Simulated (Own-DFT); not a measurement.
SiC (4H silicon carbide, atoms displaced) (calculated)

All values are calculated (Own-DFT development build). A calculation, not a measurement: plane-wave PBE density functional theory by an unreviewed code, no spin, of a simulated periodic cell, stress positive in tension, free energy of the whole cell less one offset for each atom, forces on such cells passed a denser k mesh, this cell's mesh not checked; offsets are fitted by least squares, one for each functional and potential file, so energies compare only between cells with the same atoms and settings and are not formation energies; the far tail of each file's local potential was reset to the Coulomb form; each entry is a single point on an unrelaxed cell, so the pressure reflects the starting lattice, mostly measured values (interpolated for alloys), from which strain is counted, and rises with the displacements; printed positions are rounded, which can move forces by about a meV/angstrom; the program, named Own-DFT, is a retired in-house code; no spin-orbit coupling; before rounding, a Quantum ESPRESSO 7.3.1 run of the same cell and cutoff gave forces within 1 meV/angstrom rms on each cell, which checks the program and not the settings.

Settings shared by all entries: functional PBE; potential files PseudoDojo norm-conserving, scalar-relativistic, standard set; wave cutoff 42 hartree; occupations Fermi-Dirac; smearing width 0.1 eV; k mesh 5 x 5 x 3 centred on Gamma.

```yaml
- entry: 1
  formula: SiC
  kind: "4H silicon carbide, atoms displaced"
  structure:
    cell_angstrom: [[6.1654, 0.0, 0.0], [-3.0827, 5.3394, 0.0], [0.0, 0.0, 10.0681]]
    atoms_fractional:
      - [Si, 0.00104, 0.0026, 0.40517]
      - [Si, 0.17089, 0.34674, 0.15392]
      - [C, 0.00586, 0.00228, 0.09379]
      - [C, 0.1693, 0.33798, 0.34435]
      - [Si, 0.98876, 0.49736, 0.40542]
      - [Si, 0.16217, 0.83429, 0.15667]
      - [C, 0.98553, 0.49554, 0.09409]
      - [C, 0.17161, 0.83601, 0.34562]
      - [Si, 0.49979, 0.00185, 0.40814]
      - [Si, 0.65452, 0.3223, 0.15628]
      - [C, 0.49927, 0.00356, 0.09108]
      - [C, 0.66994, 0.33365, 0.34671]
      - [Si, 0.49331, 0.49676, 0.4035]
      - [Si, 0.66344, 0.83867, 0.15791]
      - [C, 0.49689, 0.49457, 0.09336]
      - [C, 0.66652, 0.83607, 0.34827]
      - [Si, 0.99883, 0.99957, 0.90532]
      - [Si, 0.82691, 0.66374, 0.6566]
      - [C, 0.99308, 0.99288, 0.59032]
      - [C, 0.83631, 0.66296, 0.84103]
      - [Si, 0.98685, 0.48118, 0.90529]
      - [Si, 0.8275, 0.16189, 0.65756]
      - [C, 0.98924, 0.49575, 0.59328]
      - [C, 0.82095, 0.16419, 0.83942]
      - [Si, 0.50597, 0.00759, 0.90333]
      - [Si, 0.34044, 0.66577, 0.65359]
      - [C, 0.49851, 0.00361, 0.59486]
      - [C, 0.34098, 0.67077, 0.84062]
      - [Si, 0.49911, 0.50405, 0.90627]
      - [Si, 0.32903, 0.15961, 0.65464]
      - [C, 0.50107, 0.50348, 0.59539]
      - [C, 0.33277, 0.16822, 0.83774]
  results:
    "free_energy_of_cell_above_offsets [eV]": "-4.863"
    "pressure [GPa]": 3.64
    "stress_xx [GPa]": -3.99
    "stress_yy [GPa]": -2.47
    "stress_zz [GPa]": -4.45
    "stress_yz [GPa]": -0.41
    "stress_xz [GPa]": -0.27
    "stress_xy [GPa]": -0.28
    force_element: [Si, Si, C, C, Si, Si, C, C, Si, Si, C, C, Si, Si, C, C, Si, Si, C, C, Si, Si, C, C, Si, Si, C, C, Si, Si, C, C]
    "force_x [eV/angstrom]": [0.054, -0.356, -1.333, -0.827, 1.659, 0.445, 0.828, -0.706, 0.198, 0.268, -0.141, -1.493, 0.779, 0.921, -0.194, -0.018, 0.34, 0.679, 0.078, -0.615, 0.567, 0.28, 1.083, 1.97, -1.659, -1.812, 0.373, -1.022, 0.613, -0.701, 0.01, -0.271]
    "force_y [eV/angstrom]": [-0.074, -1.412, 0.479, -0.356, 0.753, -0.314, 0.299, -0.292, -0.087, 1.159, -1.052, -0.507, 0.693, -0.412, 1.182, -0.218, -0.335, 0.027, 0.659, 0.238, 2.618, 0.536, 0.18, -0.435, -1.393, 0.01, -0.8, -0.445, -0.365, 0.833, -1.228, 0.06]
    "force_z [eV/angstrom]": [-0.088, 0.478, -0.097, -0.436, 0.696, -0.16, -0.25, -0.394, 0.198, 0.577, 0.037, -1.043, 1.024, -0.213, 0.051, -0.934, -0.291, -0.354, 0.736, 1.002, -0.17, -1.401, 0.072, 0.854, 0.089, 0.208, -0.421, 0.902, -0.702, -0.314, -1.138, 1.484]
- entry: 2
  formula: SiC
  kind: "4H silicon carbide, atoms displaced"
  structure:
    cell_angstrom: [[6.1654, 0.0, 0.0], [-3.0827, 5.3394, 0.0], [0.0, 0.0, 10.0681]]
    atoms_fractional:
      - [Si, 0.99785, 0.00114, 0.40797]
      - [Si, 0.16238, 0.33564, 0.15722]
      - [C, 0.9997, 0.99875, 0.09287]
      - [C, 0.17538, 0.33931, 0.34686]
      - [Si, 0.0026, 0.49532, 0.407]
      - [Si, 0.17425, 0.8382, 0.15696]
      - [C, 0.99605, 0.49073, 0.09641]
      - [C, 0.17078, 0.82944, 0.34001]
      - [Si, 0.49397, 0.00159, 0.40281]
      - [Si, 0.66923, 0.32562, 0.15276]
      - [C, 0.49657, 0.00189, 0.096]
      - [C, 0.65929, 0.32133, 0.34239]
      - [Si, 0.50342, 0.50777, 0.40634]
      - [Si, 0.66751, 0.83455, 0.15625]
      - [C, 0.49045, 0.49491, 0.09097]
      - [C, 0.67139, 0.82071, 0.3465]
      - [Si, 0.00908, 0.0024, 0.90882]
      - [Si, 0.84068, 0.67101, 0.65507]
      - [C, 0.01119, 0.99964, 0.58995]
      - [C, 0.82768, 0.65569, 0.84524]
      - [Si, 0.99087, 0.49333, 0.91085]
      - [Si, 0.84389, 0.17285, 0.65566]
      - [C, 0.99436, 0.50356, 0.59195]
      - [C, 0.83313, 0.15944, 0.84481]
      - [Si, 0.50452, 0.99429, 0.90893]
      - [Si, 0.33801, 0.67139, 0.65895]
      - [C, 0.49909, 0.00191, 0.59573]
      - [C, 0.33098, 0.66964, 0.84346]
      - [Si, 0.49517, 0.49324, 0.91206]
      - [Si, 0.33281, 0.16635, 0.65461]
      - [C, 0.50104, 0.497, 0.58551]
      - [C, 0.33056, 0.17558, 0.84166]
  results:
    "free_energy_of_cell_above_offsets [eV]": "-4.503"
    "pressure [GPa]": 4.09
    "stress_xx [GPa]": -2.36
    "stress_yy [GPa]": -3.91
    "stress_zz [GPa]": -5.99
    "stress_yz [GPa]": 0.62
    "stress_xz [GPa]": 0.15
    "stress_xy [GPa]": -1.17
    force_element: [Si, Si, C, C, Si, Si, C, C, Si, Si, C, C, Si, Si, C, C, Si, Si, C, C, Si, Si, C, C, Si, Si, C, C, Si, Si, C, C]
    "force_x [eV/angstrom]": [1.269, 1.06, 0.131, -0.677, -0.94, -1.256, -0.252, -1.069, 1.279, -1.554, 1.157, 0.449, 0.874, 0.278, 0.866, -1.29, -0.798, -1.196, -1.394, -0.169, 0.926, -0.798, 1.702, 0.162, -1.162, -0.084, 0.85, 0.18, -0.369, 0.726, -0.204, 1.304]
    "force_y [eV/angstrom]": [-0.098, -0.807, 0.139, -0.896, 0.276, -1.013, 1.399, -0.041, -0.981, 1.085, -0.722, 1.603, -1.993, -0.789, 0.419, 2.415, -0.921, -0.709, 0.187, 1.064, 0.169, -0.703, -0.217, 0.434, 0.631, -0.496, 0.013, -0.88, 1.065, 0.806, 0.753, -1.192]
    "force_z [eV/angstrom]": [-1.052, 0.444, 0.667, -0.618, -0.535, -0.132, -0.473, 0.886, 1.176, 1.287, -0.83, -0.259, -0.465, 0.183, 1.515, -1.047, -0.837, 0.344, 0.894, 0.161, -1.117, -0.045, 0.378, 0.148, -1.011, -1.037, -0.613, 1.011, -1.974, 0.121, 2.328, 0.502]
```
